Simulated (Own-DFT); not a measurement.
# Same atoms, different arrangement: C34N2Si36, 72 atoms

Calculated results; nothing here was measured. They come from Own-DFT, an in-house plane-wave density functional program, since retired, whose code no person has reviewed. Each row is one single-point run on a periodic cell that was not relaxed, without spin or spin-orbit coupling.

Settings of every run: PBE; PseudoDojo norm-conserving scalar-relativistic files; cutoff 42 hartree; 4 x 4 x 3 k mesh centred on Gamma; Fermi-Dirac smearing of 0.1 eV.

Known limits: not probed for a lower state with spin; forces on such cells passed a denser k mesh, each cell not checked; stress not checked against mesh or cutoff.

All cells hold the same atoms in the same cell, with vectors in Å (9.248, 0.000, 0.000); (-4.624, 8.009, 0.000); (0.000, 0.000, 10.068). Every atom was moved at random from its ideal site; u is the rms move along one axis. The defect's site can differ from row to row. E is the free energy of the cell above the lowest run. The arrangements:

- A: 4H SiC, with two N on a C site each, 3.1 Å apart
- B: 2H SiC, with two N on a C site each, 3.1 Å apart

```
arrangement   u (Å)  E (eV)  P (GPa)
          A  0.0279   0.000     2.70
          A  0.0300   0.362     2.81
          A  0.0309   0.379     2.75
          A  0.0489   4.169     4.17
          A  0.0498   4.288     4.13
          A  0.0515   5.018     4.26
          B  0.0278   0.801     2.78
          B  0.0283   0.691     2.83
          B  0.0286   1.332     2.95
          B  0.0484   4.641     4.19
          B  0.0489   6.549     5.06
          B  0.0536   5.591     4.58
```

Question: once the cost of the random moves is taken out, how do the arrangements rank?

## Worked answer

Fit E = a + b u², with one b for all and one a for each arrangement, and with residuals divided by u², since the noise grows with the moves. Then b = 2654 eV/Å², the scatter at u = 0.04 Å is 0.46 eV, and against A:

- B: 0.92 ± 0.19 eV (higher)

These are energies of unrelaxed cells. Relaxing the atoms lowers the strained arrangements most, so the gaps would shrink and small ones could change sign.
